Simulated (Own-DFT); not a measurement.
# A layer strained by its substrate: diamond-structure GeSn with randomly placed atoms, 64 atoms (Ge56Sn8)

Calculated, not measured: single-point runs of Own-DFT, a retired in-house plane-wave DFT program that no person has reviewed, on unrelaxed cells, without spin or spin-orbit coupling.

Common settings: PBE; PseudoDojo norm-conserving scalar-relativistic files; cutoff 49 hartree; 3 x 3 x 3 k mesh centred on Gamma; Fermi-Dirac smearing of 0.1 eV.

Caveats: forces on such cells moved up to 12 meV/angstrom on a denser k mesh; stress not checked against mesh or cutoff.

Unstrained cell vectors in Å: (11.524, 0.000, 0.000); (0.000, 11.524, 0.000); (0.000, 0.000, 11.524). The unstrained cell has measured lattice constants (interpolated for alloys), not those of this functional. That, the random moves and any unrelaxed bonds set the pressure at no strain. Each run strains x and y alike by e, as a substrate would, and holds the height along z. All atoms carry random offsets, Gaussian with a width of 0.05 Å per axis. The random placing of the alloy's atoms differs from row to row. Stress is positive in tension.

```
e (%)  u (Å)  (s_xx + s_yy)/2 (GPa)  s_zz (GPa)
-2.00  0.053                  -9.41       -7.99
-1.50  0.050                  -7.94       -7.08
-0.75  0.050                      ?           ?
-0.25  0.049                  -5.79       -5.61
 0.75  0.049                  -4.11       -4.51
 1.00  0.049                  -3.53       -4.17
 2.00  0.050                  -2.05       -3.23
 2.25  0.051                  -1.92       -3.16
 2.50  0.051                  -1.34       -2.66
 2.75  0.048                  -1.03       -2.50
```

## Analysis

With e as a fraction, the in-plane stress is -5.3 + 179 e - 926 e² GPa (errors 4 and 252, scatter 0.16), and s_zz is -5.3 + 117 e - 578 e² GPa (slope ± 3, scatter 0.11). At e = 0 the first slope is C11 + C12 and the second 2 C12, both with the ions held to the strained lattice and at the cell's own pressure. The term in e² is negative: the layer stiffens under compression and softens under tension. A free layer would change its height as e changes, and the in-plane slope would drop by 2 C12²/C11 to the biaxial modulus. At fixed height, a misfit of 1 % moves the in-plane stress by about 1.8 GPa and s_zz by 1.2 GPa.

## Check

Question: what are the two stresses at e = -0.75 %?

Estimate: -6.7 and -6.2 GPa. DFT gave -6.52 and -6.05 GPa.
